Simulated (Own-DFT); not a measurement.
SiGe$_{3}$ (diamond-structure random alloy, atoms displaced) (calculated)

Computed with Own-DFT development build. A calculation, not a measurement: plane-wave density functional theory by an unreviewed code, no spin, of a simulated periodic cell, stress positive in tension, run twice, with PBE and with PBEsol, both on files made for PBE, so the change isn't that of files made for PBEsol, forces on such cells passed a denser k mesh, this cell's mesh not checked; the far tail of each file's local potential was reset to the Coulomb form; each entry is a single point on an unrelaxed cell, so the pressure reflects the starting lattice, mostly measured values (interpolated for alloys), from which strain is counted, and rises with the displacements; printed positions are rounded, which can move forces by about a meV/angstrom; the program, named Own-DFT, is a retired in-house code; no spin-orbit coupling; stress was not checked against mesh or cutoff.

## SiGe$_{3}$ (diamond-structure random alloy, atoms displaced)

```cif
# cell vector a (Å): 11.2025 0.0000 0.0000
# cell vector b (Å): 0.0000 11.2025 0.0000
# cell vector c (Å): 0.0000 0.0000 11.2025
data_SiGe3
_symmetry_space_group_name_H-M 'P 1'
_symmetry_Int_Tables_number 1
_cell_length_a 11.2025
_cell_length_b 11.2025
_cell_length_c 11.2025
_cell_angle_alpha 90.000
_cell_angle_beta 90.000
_cell_angle_gamma 90.000
_cell_volume 1405.87
loop_
_atom_site_label
_atom_site_type_symbol
_atom_site_fract_x
_atom_site_fract_y
_atom_site_fract_z
_atom_site_occupancy
Ge1 Ge 0.99377 0.01054 0.00844 1
Si1 Si 0.00222 0.25252 0.24661 1
Ge2 Ge 0.25521 0.99131 0.24612 1
Si2 Si 0.24694 0.24168 0.99599 1
Si3 Si 0.12242 0.12722 0.12833 1
Ge3 Ge 0.13443 0.37709 0.36881 1
Ge4 Ge 0.36611 0.12918 0.36693 1
Ge5 Ge 0.37395 0.37842 0.12985 1
Ge6 Ge 0.99746 0.99762 0.50102 1
Ge7 Ge 0.00487 0.25066 0.75334 1
Ge8 Ge 0.25270 0.00054 0.75297 1
Si4 Si 0.24780 0.25564 0.50590 1
Ge9 Ge 0.12799 0.12738 0.63196 1
Ge10 Ge 0.12495 0.36926 0.88236 1
Ge11 Ge 0.36912 0.12538 0.86581 1
Ge12 Ge 0.38052 0.38053 0.61648 1
Ge13 Ge 0.01026 0.50248 0.00046 1
Ge14 Ge 0.99865 0.75369 0.25684 1
Si5 Si 0.25464 0.50447 0.25609 1
Ge15 Ge 0.25495 0.75408 0.00441 1
Ge16 Ge 0.12922 0.62863 0.12129 1
Si6 Si 0.13417 0.87692 0.37708 1
Si7 Si 0.37328 0.61686 0.37245 1
Ge17 Ge 0.37360 0.86690 0.12795 1
Ge18 Ge 0.99463 0.50881 0.50150 1
Si8 Si 0.01416 0.75508 0.74695 1
Ge19 Ge 0.24867 0.50211 0.74631 1
Ge20 Ge 0.25522 0.75884 0.49880 1
Ge21 Ge 0.12937 0.62868 0.62569 1
Ge22 Ge 0.12720 0.87607 0.87114 1
Si9 Si 0.37551 0.61790 0.87264 1
Si10 Si 0.37849 0.86770 0.62883 1
Ge23 Ge 0.50185 0.01263 0.99464 1
Ge24 Ge 0.49213 0.24476 0.24207 1
Ge25 Ge 0.75443 0.01280 0.25077 1
Si11 Si 0.75207 0.25008 0.00245 1
Ge26 Ge 0.62054 0.11993 0.12916 1
Ge27 Ge 0.62270 0.37380 0.37270 1
Ge28 Ge 0.88237 0.13000 0.37305 1
Ge29 Ge 0.87448 0.36840 0.12734 1
Ge30 Ge 0.50595 0.99558 0.50547 1
Si12 Si 0.50884 0.25002 0.74998 1
Si13 Si 0.75316 0.99326 0.74209 1
Ge31 Ge 0.75209 0.24137 0.50591 1
Ge32 Ge 0.62722 0.12662 0.62457 1
Si14 Si 0.63443 0.36859 0.87236 1
Ge33 Ge 0.87333 0.12362 0.88525 1
Ge34 Ge 0.87224 0.36994 0.61833 1
Si15 Si 0.50148 0.49634 0.99545 1
Ge35 Ge 0.50530 0.75103 0.25800 1
Ge36 Ge 0.74958 0.49700 0.24289 1
Ge37 Ge 0.74861 0.76340 0.00883 1
Ge38 Ge 0.63177 0.62890 0.11695 1
Ge39 Ge 0.62488 0.87033 0.37864 1
Ge40 Ge 0.87609 0.62140 0.37852 1
Ge41 Ge 0.87600 0.87555 0.13360 1
Si16 Si 0.50344 0.49706 0.49544 1
Ge42 Ge 0.49475 0.73920 0.74118 1
Ge43 Ge 0.74958 0.50020 0.75166 1
Ge44 Ge 0.74355 0.74777 0.48643 1
Ge45 Ge 0.62205 0.62380 0.61840 1
Ge46 Ge 0.62188 0.87359 0.87116 1
Ge47 Ge 0.87420 0.62035 0.87694 1
Ge48 Ge 0.87668 0.87420 0.63736 1
```

```
functional                                        : PBE, then PBEsol
potential files                                   : PseudoDojo norm-conserving, scalar-relativistic, standard set
wave cutoff                                       : 42 hartree
occupations                                       : Fermi-Dirac
smearing width                                    : 0.1 eV
k mesh                                            : 3 x 3 x 3 centred on Gamma
PBE pressure                                      : 3.88 GPa
PBE stress xx                                     : -3.94 GPa
PBE stress yy                                     : -3.91 GPa
PBE stress zz                                     : -3.78 GPa
PBE stress yz                                     : -0.26 GPa
PBE stress xz                                     : -0.93 GPa
PBE stress xy                                     : 0.07 GPa
PBEsol pressure                                   : 1.17 GPa
PBEsol stress xx                                  : -1.24 GPa
PBEsol stress yy                                  : -1.2 GPa
PBEsol stress zz                                  : -1.08 GPa
PBEsol stress yz                                  : -0.25 GPa
PBEsol stress xz                                  : -0.89 GPa
PBEsol stress xy                                  : 0.07 GPa
rms change of force components from PBE to PBEsol : 0.047 eV/Å
```

Force:
| force element | PBE force x (eV/Å) | PBE force y (eV/Å) | PBE force z (eV/Å) | PBEsol force x (eV/Å) | PBEsol force y (eV/Å) | PBEsol force z (eV/Å) |
| --- | --- | --- | --- | --- | --- | --- |
| Ge | 1.218 | -1.471 | 0.046 | 1.126 | -1.445 | 0.007 |
| Si | 0.663 | -0.02 | 0.383 | 0.595 | 0.033 | 0.42 |
| Ge | -1.38 | 1.031 | 0.132 | -1.262 | 1.002 | 0.122 |
| Si | 0.283 | 0.525 | 1.125 | 0.316 | 0.548 | 1.052 |
| Si | 0.706 | -0.147 | -0.019 | 0.693 | -0.232 | -0.022 |
| Ge | -1.153 | -0.038 | 0.825 | -1.147 | -0.02 | 0.827 |
| Ge | 0.269 | -0.487 | 1.71 | 0.293 | -0.499 | 1.598 |
| Ge | -0.518 | 0.083 | -1.398 | -0.463 | 0.029 | -1.317 |
| Ge | 0.862 | -0.062 | 0.085 | 0.803 | -0.026 | 0.112 |
| Ge | -1.177 | -0.026 | 0.145 | -1.124 | -0.028 | 0.146 |
| Ge | 0.006 | -1.186 | -1.374 | -0.028 | -1.11 | -1.287 |
| Si | 0.237 | -0.513 | -0.623 | 0.232 | -0.493 | -0.609 |
| Ge | -0.068 | -0.237 | -1.061 | -0.1 | -0.257 | -0.977 |
| Ge | 0.726 | 0.462 | -0.706 | 0.648 | 0.483 | -0.724 |
| Ge | 1.309 | 1.299 | 0.789 | 1.266 | 1.181 | 0.759 |
| Ge | 0.126 | -0.726 | 0.897 | 0.087 | -0.683 | 0.907 |
| Ge | -1.253 | -0.561 | 0.304 | -1.209 | -0.54 | 0.283 |
| Ge | 1.056 | -0.398 | 0.19 | 0.98 | -0.409 | 0.148 |
| Si | -0.508 | -0.01 | -1.325 | -0.564 | -0.074 | -1.36 |
| Ge | -0.206 | -1.013 | -1.795 | -0.23 | -0.951 | -1.698 |
| Ge | 0.036 | -0.026 | 1.432 | 0.009 | -0.002 | 1.344 |
| Si | -1.143 | 0.24 | -0.124 | -1.118 | 0.232 | -0.121 |
| Si | 1.02 | 1.096 | 1.066 | 1.025 | 1.174 | 1.069 |
| Ge | 1.956 | 1.042 | -0.318 | 1.871 | 1.011 | -0.296 |
| Ge | 1.4 | -1.458 | 0.323 | 1.343 | -1.401 | 0.306 |
| Si | -1.435 | -0.989 | 0.627 | -1.398 | -0.966 | 0.608 |
| Ge | 0.351 | -0.823 | 0.776 | 0.307 | -0.811 | 0.706 |
| Ge | 0.273 | -1.211 | -0.264 | 0.238 | -1.217 | -0.225 |
| Ge | -0.292 | 0.409 | -0.609 | -0.249 | 0.354 | -0.617 |
| Ge | -0.362 | 0.526 | 1.426 | -0.294 | 0.551 | 1.41 |
| Si | 0.053 | 0.308 | 0.559 | 0.006 | 0.344 | 0.501 |
| Si | -0.197 | 1.332 | -0.205 | -0.192 | 1.3 | -0.2 |
| Ge | -0.832 | -1.672 | -0.066 | -0.8 | -1.626 | -0.061 |
| Ge | 0.722 | 0.677 | 0.887 | 0.692 | 0.653 | 0.861 |
| Ge | -0.417 | -1.492 | 0.543 | -0.399 | -1.45 | 0.516 |
| Si | -0.798 | -0.235 | 0.085 | -0.727 | -0.272 | 0.132 |
| Ge | 0.845 | 1.206 | -0.836 | 0.786 | 1.146 | -0.784 |
| Ge | 0.17 | -0.688 | -0.06 | 0.199 | -0.698 | -0.096 |
| Ge | 0.232 | 0.187 | 0.325 | 0.171 | 0.137 | 0.356 |
| Ge | 0.643 | 0.503 | -0.714 | 0.613 | 0.552 | -0.681 |
| Ge | -1.37 | 0.343 | -0.378 | -1.275 | 0.35 | -0.394 |
| Si | -0.787 | 0.489 | -0.043 | -0.816 | 0.431 | -0.09 |
| Si | -0.852 | 1.324 | 1.766 | -0.838 | 1.3 | 1.725 |
| Ge | -0.214 | 0.848 | -1.655 | -0.199 | 0.827 | -1.597 |
| Ge | -0.129 | -1.019 | 0.98 | -0.11 | -0.995 | 0.869 |
| Si | -0.875 | 0.287 | 0.74 | -0.813 | 0.331 | 0.686 |
| Ge | -0.86 | 0.276 | -1.841 | -0.76 | 0.246 | -1.77 |
| Ge | 0.718 | 0.729 | 1.157 | 0.689 | 0.705 | 1.121 |
| Si | 0.325 | -0.085 | -0.237 | 0.326 | -0.089 | -0.154 |
| Ge | -0.862 | -1.399 | -0.923 | -0.802 | -1.31 | -0.921 |
| Ge | 0.058 | 0.303 | 0.683 | 0.063 | 0.293 | 0.662 |
| Ge | 0.6 | -0.635 | -1.479 | 0.568 | -0.629 | -1.415 |
| Ge | -1.326 | -0.706 | 0.533 | -1.239 | -0.643 | 0.553 |
| Ge | 0.154 | 2.201 | -0.895 | 0.144 | 2.11 | -0.855 |
| Ge | -0.802 | 0.399 | -1.41 | -0.781 | 0.395 | -1.357 |
| Ge | 0.136 | 0.88 | -0.076 | 0.12 | 0.861 | -0.082 |
| Si | -0.399 | 0.625 | -0.512 | -0.348 | 0.579 | -0.46 |
| Ge | 0.112 | 0.247 | 1.348 | 0.181 | 0.23 | 1.299 |
| Ge | -0.128 | -0.409 | -0.7 | -0.086 | -0.36 | -0.711 |
| Ge | 1.509 | -0.397 | 2.212 | 1.444 | -0.395 | 2.131 |
| Ge | 0.471 | -0.543 | -0.199 | 0.483 | -0.486 | -0.159 |
| Ge | 0.002 | 0.331 | -0.545 | -0.015 | 0.302 | -0.487 |
| Ge | 0.751 | 1.584 | 0.04 | 0.713 | 1.496 | 0.057 |
| Ge | 0.339 | -1.112 | -1.746 | 0.353 | -1.069 | -1.77 |
